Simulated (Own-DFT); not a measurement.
## Calculated data, Al16O23 (corundum with two vacancies, atoms displaced), Al31GaO48 (corundum with substituted atoms, atoms displaced)

Computed with Own-DFT development build. A calculation, not a measurement: plane-wave PBE density functional theory by an unreviewed code, no spin, of a simulated periodic cell, stress positive in tension, free energy of the whole cell less one offset for each atom, defect cell not probed for a lower state with spin; oxygen file: force components 24 meV/angstrom off all-electron in one glass; forces on such cells passed a denser k mesh, this cell's mesh not checked; offsets are fitted by least squares, one for each functional and potential file, so energies compare only between cells with the same atoms and settings and are not formation energies; the far tail of each file's local potential was reset to the Coulomb form; each entry is a single point on an unrelaxed cell, so the pressure reflects the starting lattice, mostly measured values, from which strain is counted, and rises with the displacements; printed positions are rounded, which can move forces by about a meV/angstrom; the program is a retired in-house code; no spin-orbit coupling; before rounding, a Quantum ESPRESSO 7.3.1 run of the same cell and cutoff gave forces within 1 meV/angstrom rms on each cell, which checks the program and not the settings.

Settings shared by all entries: functional PBE; potential files PseudoDojo norm-conserving, scalar-relativistic, standard set; wave cutoff 72 hartree; occupations Fermi-Dirac; smearing width 0.1 eV; k mesh 3 x 3 x 3 centred on Gamma.

(1) Al16O23 (corundum with two vacancies, atoms displaced)

```
Al16O23
1.0
      5.4940     0.0000     8.6604
     -2.7470     4.7579     8.6604
     -2.7470    -4.7579     8.6604
Al O Al O Al O Al O Al O Al O Al O Al O
4 6 4 6 4 6 4 6 4 6 4 5 4 5 4 6
Direct
  0.17131 0.17462 0.17523
  0.32582 0.32461 0.32160
  0.42089 0.42692 0.43030
  0.06455 0.07316 0.08186
  0.28715 0.46635 0.12568
  0.47919 0.12081 0.27772
  0.12756 0.27773 0.46924
  0.22400 0.02278 0.37542
  0.02721 0.37112 0.22490
  0.37798 0.22456 0.02620
  0.17835 0.16671 0.67692
  0.32249 0.32406 0.82212
  0.43283 0.42742 0.92226
  0.07916 0.07718 0.56894
  0.28311 0.46709 0.62331
  0.47355 0.12718 0.77539
  0.12356 0.27844 0.97068
  0.22003 0.02654 0.87770
  0.02015 0.37950 0.72043
  0.37495 0.22214 0.52788
  0.17562 0.67767 0.18073
  0.31878 0.81848 0.32581
  0.42564 0.92503 0.43094
  0.07825 0.57680 0.07410
  0.28515 0.95838 0.13277
  0.46991 0.63116 0.27611
  0.11920 0.78316 0.47136
  0.22300 0.52679 0.37607
  0.02701 0.87801 0.22129
  0.37966 0.72487 0.02233
  0.17779 0.67485 0.67571
  0.32518 0.82443 0.81756
  0.42476 0.92463 0.92776
  0.07802 0.57521 0.57733
  0.28096 0.97052 0.62373
  0.47361 0.62094 0.78000
  0.12899 0.77617 0.97134
  0.22051 0.53119 0.87393
  0.02386 0.87289 0.72280
  0.37049 0.72824 0.52876
  0.67916 0.17777 0.17403
  0.82225 0.32783 0.32276
  0.92186 0.43362 0.42422
  0.57389 0.07737 0.07144
  0.78312 0.47216 0.11974
  0.97400 0.12779 0.27620
  0.62124 0.28207 0.47549
  0.72158 0.03131 0.37320
  0.52391 0.37740 0.22088
  0.87901 0.22175 0.02408
  0.67845 0.16314 0.68120
  0.81980 0.32433 0.83209
  0.92936 0.42990 0.92173
  0.57070 0.07576 0.57376
  0.96619 0.12871 0.77849
  0.62288 0.27285 0.97560
  0.71966 0.02697 0.87624
  0.52600 0.37732 0.72739
  0.87351 0.22699 0.53307
  0.67853 0.67201 0.17734
  0.82468 0.83147 0.32223
  0.92732 0.92404 0.42158
  0.56886 0.57439 0.07821
  0.78245 0.97539 0.12436
  0.97568 0.62152 0.27681
  0.72052 0.52984 0.37374
  0.52216 0.87859 0.22583
  0.87388 0.72712 0.02633
  0.67217 0.67881 0.67951
  0.82152 0.82003 0.83214
  0.91969 0.93283 0.92613
  0.57646 0.57438 0.57122
  0.77345 0.97341 0.62598
  0.97368 0.62750 0.77353
  0.62516 0.78095 0.97080
  0.71461 0.52858 0.87439
  0.53587 0.87986 0.71456
  0.88265 0.72011 0.52662
```

* free energy of cell above offsets: -53.202 eV
* pressure: 7.15 GPa
* stress xx: -6.54 GPa
* stress yy: -8.2 GPa
* stress zz: -6.71 GPa
* stress yz: 0.5 GPa
* stress xz: -0.03 GPa
* stress xy: 0.15 GPa

Force:
```csv
element,x (eV/Å),y (eV/Å),z (eV/Å)
Al,1.045,-0.196,1.605
Al,0.235,-0.718,-0.296
Al,1.331,0.384,-0.245
Al,1.474,1.295,0.445
O,-0.793,0.988,-0.357
O,-0.844,0.118,0.295
O,0.079,-0.223,0.171
O,-0.889,0.495,0.254
O,-0.082,0.925,0.383
O,-0.869,-0.328,-1.1
Al,-1.285,1.179,0.968
Al,0.306,-0.572,1.418
Al,-0.57,-0.821,-1.134
Al,-0.842,-0.127,-1.374
O,-1.324,0.365,0.404
O,-0.632,-0.711,-0.465
O,0.482,-0.271,0.143
O,0.132,0.091,0.05
O,0.855,-0.167,0.66
O,-0.24,-0.184,-0.203
Al,0.936,0.321,-0.701
Al,-0.049,0.31,2.466
Al,1.847,0.809,-0.832
Al,0.233,-0.205,-0.824
O,-1.06,2.283,-1.104
O,0.882,-1.339,-0.966
O,0.906,-0.724,0.111
O,-0.323,0.22,0.483
O,0.196,-0.469,-0.257
O,-0.605,-0.445,-0.457
Al,-0.706,0.217,0.879
Al,-0.132,-1.155,0.611
Al,0.009,0.369,0.331
Al,-0.267,-0.004,-1.606
O,-0.829,-0.128,0.256
O,-0.566,1.142,0.745
O,-0.506,0.219,0.016
O,-0.047,-0.261,-0.154
O,0.14,0.671,0.934
O,0.614,-0.998,-0.379
Al,-0.718,-0.244,-0.618
Al,0,-0.833,0.439
Al,-0.43,-1.62,0.324
Al,-0.679,-1.16,-0.364
O,-0.753,-0.13,-0.08
O,-0.285,-0.582,-0.948
O,0.464,0.462,-0.36
O,0.28,0.035,0.477
O,0.568,-0.123,0.728
O,-0.99,-0.199,0.022
Al,-0.45,1.767,1.031
Al,0.668,1.497,-0.991
Al,-0.027,-0.092,-0.673
Al,0.438,0.539,0.685
O,0.846,-0.267,0.224
O,0.676,0.483,1.098
O,-0.016,-0.388,0.476
O,0.908,0.332,-0.732
O,0.019,-0.146,-1.029
Al,-1.099,1.22,0.616
Al,-0.653,-1.594,-1.545
Al,-1.383,-0.567,1.235
Al,0.624,0.442,0.08
O,0.272,0.128,-0.408
O,-0.293,1.003,0.857
O,0.124,0.197,-0.288
O,1.427,-0.061,-0.087
O,0.11,-0.935,0.075
Al,1.541,0.692,-1.033
Al,0.667,1.185,0.008
Al,1.013,-0.305,-0.291
Al,-0.121,-0.194,0.693
O,0.805,-0.091,0.034
O,-0.104,-0.69,-0.001
O,0.007,-0.639,-0.406
O,-0.079,-0.669,1.184
O,-0.863,-1.091,-1.049
O,-0.757,0.283,-0.553
```

(2) Al31GaO48 (corundum with substituted atoms, atoms displaced)

```
Al31GaO48
1.0
      5.4940     0.0000     8.6604
     -2.7470     4.7579     8.6604
     -2.7470    -4.7579     8.6604
Al O Al O Al O Al O Al O Al O Al O Ga Al O
4 6 4 6 4 6 4 6 4 6 4 6 4 6 1 3 6
Direct
  0.18031 0.18020 0.17147
  0.32697 0.32380 0.31882
  0.43325 0.42828 0.42225
  0.06946 0.07894 0.07255
  0.28436 0.47041 0.12167
  0.47158 0.12311 0.27854
  0.12477 0.28598 0.46787
  0.22550 0.02252 0.37479
  0.02570 0.37220 0.22142
  0.37206 0.22604 0.02918
  0.17619 0.16642 0.68577
  0.32498 0.31819 0.82118
  0.42695 0.41953 0.92858
  0.07035 0.07784 0.57495
  0.27682 0.47164 0.62862
  0.47318 0.12409 0.77303
  0.12359 0.27963 0.97393
  0.22306 0.02670 0.86644
  0.02859 0.37310 0.72613
  0.37130 0.22660 0.52507
  0.18022 0.67743 0.16651
  0.32169 0.82711 0.32367
  0.42753 0.92742 0.42441
  0.07281 0.57441 0.07322
  0.27570 0.97329 0.12319
  0.47457 0.62099 0.27974
  0.12687 0.77353 0.47516
  0.22127 0.53103 0.37682
  0.02786 0.87522 0.22443
  0.37848 0.71868 0.03140
  0.18347 0.66875 0.67825
  0.32707 0.82497 0.81585
  0.42290 0.92939 0.92632
  0.08230 0.57369 0.57548
  0.27760 0.97458 0.62173
  0.47602 0.62885 0.77345
  0.13086 0.77552 0.96694
  0.22614 0.52508 0.87463
  0.02571 0.87658 0.71762
  0.38115 0.72253 0.52631
  0.68248 0.18133 0.17185
  0.82318 0.32380 0.32260
  0.92762 0.42894 0.42568
  0.57184 0.07411 0.07711
  0.77814 0.46750 0.12777
  0.97635 0.12129 0.27789
  0.62178 0.27974 0.47176
  0.71936 0.02337 0.38546
  0.53494 0.37493 0.22236
  0.87254 0.22038 0.03115
  0.67345 0.17657 0.67477
  0.81627 0.32320 0.82844
  0.92325 0.43018 0.92334
  0.57693 0.07640 0.56884
  0.78130 0.46762 0.62709
  0.96989 0.12445 0.78161
  0.61678 0.28463 0.97020
  0.73016 0.02436 0.87156
  0.52553 0.37283 0.72494
  0.87683 0.22166 0.52574
  0.67152 0.67591 0.18050
  0.81811 0.82863 0.32063
  0.92144 0.92827 0.42356
  0.56613 0.57174 0.08255
  0.77682 0.96578 0.13270
  0.96988 0.62546 0.27602
  0.61787 0.78164 0.47560
  0.72779 0.53034 0.36867
  0.52805 0.87373 0.22174
  0.88110 0.71733 0.03198
  0.67756 0.67728 0.67707
  0.82266 0.81873 0.82222
  0.92185 0.92889 0.92690
  0.57164 0.57450 0.57661
  0.78010 0.97435 0.62037
  0.96875 0.62454 0.78140
  0.62302 0.78271 0.96945
  0.72239 0.52642 0.87817
  0.52472 0.87470 0.72455
  0.87278 0.72516 0.52621
```

- free energy of cell above offsets: -56.449 eV
- pressure: 9.09 GPa
- stress xx: -9.2 GPa
- stress yy: -10.23 GPa
- stress zz: -7.83 GPa
- stress yz: 0.52 GPa
- stress xz: -0.61 GPa
- stress xy: 0.25 GPa

Force:
```csv
element,x (eV/Å),y (eV/Å),z (eV/Å)
Al,-0.884,-1.092,-0.635
Al,-1.016,-0.767,0.92
Al,-1.519,-0.849,-1.418
Al,0.74,-0.788,0.406
O,-0.502,-0.039,0.014
O,0.313,0.716,0.438
O,0.138,-0.864,-0.587
O,-0.519,0.661,0.32
O,0.371,0.499,0.849
O,0.99,-0.451,-0.26
Al,-0.245,3.414,-0.511
Al,-0.58,0.095,0.786
Al,-0.979,1.726,-0.265
Al,0.707,-0.067,-0.494
O,0.748,0.143,-0.01
O,-0.428,-0.203,0.451
O,0.277,0.169,-0.595
O,-0.805,-2.267,1.969
O,0.047,-0.078,-0.025
O,0.676,-0.557,0.421
Al,-1.005,-0.973,0.703
Al,-0.187,-0.3,-0.184
Al,-0.508,-0.407,-0.453
Al,0.397,-0.506,-0.015
O,0.342,0.159,0.198
O,-0.498,0.832,0.728
O,-0.071,0.416,0.124
O,0.808,0.636,-0.465
O,0.255,0.65,-0.66
O,-0.6,0.67,-0.479
Al,-0.941,1.118,0.484
Al,0.028,-0.375,0.22
Al,0.686,-0.405,-0.648
Al,-0.668,0.272,-1.685
O,-0.254,0.034,-0.149
O,-0.834,-1.633,-1.609
O,-0.487,0.133,0.123
O,-0.314,-0.079,0.052
O,0.469,-0.448,0.423
O,-0.617,-0.399,-0.976
Al,-1.219,-1.639,-0.784
Al,0.646,-0.248,0.72
Al,0.01,-0.107,-0.542
Al,0.448,0.007,-0.347
O,-0.208,0.693,-0.175
O,-0.681,0.266,-0.226
O,0.65,-0.156,0.691
O,0.669,2.127,-1.25
O,-0.137,-0.721,-1.129
O,0.498,0.488,-0.005
Al,0.907,-0.247,0.665
Al,0.923,0.954,0.586
Al,0.047,-0.355,0.021
Al,-1.328,-0.872,-0.383
O,0.125,0.033,-1.025
O,-0.106,0.107,0.034
O,1.409,-1.435,0.912
O,-1.624,-0.01,0.057
O,0.478,0.299,-0.091
O,-0.707,0.008,-0.186
Al,1.212,0.565,0.133
Al,0.601,-2.118,0.841
Al,1.034,-0.728,0.597
Al,1.313,1.377,0.641
O,-0.253,2.211,-0.444
O,0.269,0.427,0.631
O,1.142,0.991,-0.44
O,-1.008,-0.989,0.165
O,-0.039,0.449,0.079
O,-1.199,0.809,-1.174
Ga,0.327,-0.084,0.518
Al,0.029,0.669,1.285
Al,1.055,-0.604,-0.675
Al,0.84,0.121,0.351
O,-0.555,-0.362,0.048
O,0.606,0.059,-0.007
O,0.011,-0.706,0.112
O,-0.292,-1.459,0.386
O,-1.109,1.134,1.042
O,1.684,0.251,0.863
```

(3) Al31GaO48 (corundum with substituted atoms, atoms displaced)

```
Al31GaO48
1.0
      5.4940     0.0000     8.6604
     -2.7470     4.7579     8.6604
     -2.7470    -4.7579     8.6604
Al O Al O Al O Ga Al O Al O Al O Al O Al O
4 6 4 6 4 6 1 3 6 4 6 4 6 4 6 4 6
Direct
  0.18288 0.18004 0.16424
  0.32100 0.30966 0.32360
  0.43728 0.41153 0.42164
  0.08322 0.06338 0.08173
  0.28909 0.46653 0.11511
  0.45606 0.12397 0.29125
  0.12526 0.26131 0.48200
  0.22524 0.00916 0.38802
  0.02401 0.37592 0.21327
  0.37549 0.22593 0.02607
  0.15875 0.17947 0.67778
  0.33026 0.32953 0.81905
  0.42319 0.43532 0.92235
  0.06543 0.07038 0.58222
  0.28511 0.46752 0.63263
  0.47533 0.14102 0.77807
  0.12835 0.26567 0.97531
  0.22956 0.02277 0.87819
  0.03219 0.36539 0.72490
  0.36381 0.21893 0.53005
  0.17838 0.67289 0.17109
  0.32248 0.82770 0.32403
  0.42787 0.92524 0.42912
  0.06677 0.56690 0.10225
  0.27055 0.97868 0.13516
  0.47673 0.63588 0.26101
  0.13313 0.76126 0.46871
  0.22557 0.51458 0.37609
  0.04211 0.87214 0.21569
  0.38220 0.71153 0.02849
  0.18030 0.68239 0.66274
  0.31990 0.81397 0.83249
  0.40755 0.91687 0.95277
  0.07344 0.57812 0.56177
  0.27916 0.98029 0.62591
  0.48142 0.62581 0.77821
  0.11895 0.77929 0.96465
  0.23230 0.52498 0.88596
  0.03073 0.87569 0.70921
  0.37330 0.72438 0.51953
  0.68399 0.16506 0.18362
  0.81317 0.32971 0.33362
  0.91945 0.42890 0.42587
  0.57586 0.07311 0.07496
  0.77387 0.46292 0.13683
  0.96212 0.14050 0.26980
  0.63087 0.28733 0.46873
  0.71198 0.03583 0.37932
  0.53824 0.36563 0.23254
  0.87406 0.23029 0.02161
  0.66641 0.17327 0.67473
  0.81965 0.33717 0.82382
  0.93784 0.42456 0.92480
  0.58267 0.06875 0.57814
  0.78757 0.47257 0.61230
  0.97585 0.12313 0.77484
  0.62163 0.27640 0.97020
  0.73631 0.02187 0.85341
  0.53030 0.35711 0.73284
  0.89190 0.22156 0.52472
  0.69322 0.68036 0.16561
  0.81259 0.82762 0.32639
  0.93398 0.93008 0.42038
  0.57661 0.57071 0.07373
  0.77385 0.96574 0.13089
  0.97307 0.62134 0.29222
  0.61023 0.79731 0.45075
  0.72322 0.50655 0.38070
  0.52600 0.88156 0.22829
  0.88743 0.73215 0.01864
  0.68207 0.67678 0.67264
  0.82447 0.82337 0.81127
  0.93589 0.92859 0.91619
  0.56275 0.57738 0.58136
  0.76475 0.98660 0.62778
  0.98475 0.61245 0.76462
  0.62253 0.79172 0.96780
  0.72603 0.53762 0.86843
  0.53697 0.87741 0.70271
  0.88150 0.71444 0.52461
```

* free energy of cell above offsets: -47.299 eV
* pressure: 13.47 GPa
* stress xx: -13.49 GPa
* stress yy: -14.08 GPa
* stress zz: -12.86 GPa
* stress yz: -0.16 GPa
* stress xz: -0.96 GPa
* stress xy: -0.02 GPa

Force:
```csv
element,x (eV/Å),y (eV/Å),z (eV/Å)
Al,-1.295,-0.828,0.96
Al,-1.918,0.05,2.481
Al,-2.208,0.062,0.443
Al,-1.713,2.913,-0.747
O,-2.957,-1.272,2.08
O,3.151,1.058,-0.336
O,-0.542,3.211,-0.385
O,-1.318,2.147,-0.438
O,-0.151,-0.048,1.72
O,0.121,-1.399,0.068
Al,2.951,-0.538,1.621
Al,-1.301,-1.077,0.245
Al,1.991,-1.287,-1.114
Al,2.427,1.074,0.706
O,1.185,1.414,-2.16
O,0.096,-2.575,-4.349
O,0.447,1.427,1.008
O,-0.376,-0.854,-0.284
O,-1.301,1.525,0.607
O,1.398,-0.053,2.3
Al,0.127,-1.243,1.512
Al,1.441,-0.634,0.362
Al,-4.681,1.861,-2.139
Al,2.193,2.801,-2.423
O,1.093,-0.445,-0.893
O,-0.86,-1.097,-0.009
O,-1.025,2.731,-0.62
O,-0.242,1.407,-0.127
O,-1.176,-0.846,-0.738
O,-0.992,0.647,-0.533
Ga,-0.182,-3.221,0.726
Al,0.43,3.061,0.969
Al,2.445,2.512,0.572
Al,1.893,-2.454,0.118
O,0.573,-2.3,-1.454
O,0.422,0.147,-1.251
O,1.392,-1.713,2.642
O,-1.07,1.246,-1.832
O,-1.298,-0.494,0.185
O,2.46,-0.784,2.089
Al,-0.92,2.558,-0.244
Al,3.75,0.019,-0.729
Al,1.642,-2.091,-0.506
Al,-0.122,1.047,-0.814
O,0.919,2.978,-0.096
O,0.795,-2.422,-0.398
O,-1.495,-2.007,-2.156
O,2.454,-1.139,-0.032
O,0.693,1.146,-1.721
O,0.128,-1.467,-0.478
Al,0.855,0.667,3.635
Al,0.633,-1.194,-0.798
Al,-0.365,-1.39,-0.951
Al,-3.07,0.329,-1.94
O,-2.895,-0.502,1.286
O,-1.696,-0.892,0.139
O,0.535,-0.016,1.288
O,-1.531,-1.576,2.63
O,-0.402,3.551,3.074
O,-2.599,0.449,-2.926
Al,-1.747,-0.495,-1.22
Al,0.387,-0.478,0.688
Al,-0.615,0.178,-0.188
Al,0.638,-1.011,1.178
O,0.504,1.172,0.736
O,0.5,0.944,-1.217
O,4.797,-4.694,3.065
O,-2.604,2.786,3.622
O,1.751,0.341,-1.922
O,-0.661,-2.074,-1.527
Al,-0.682,0.226,0.101
Al,-0.152,-0.387,1.434
Al,-1.98,0.107,-1.76
Al,1.469,-0.175,-1.162
O,3.985,-0.109,-2.019
O,-2.949,0.386,1.183
O,0.626,-0.737,-0.668
O,-0.086,-0.487,-0.356
O,-0.504,-1.434,0.547
O,-1.617,1.76,-0.362
```
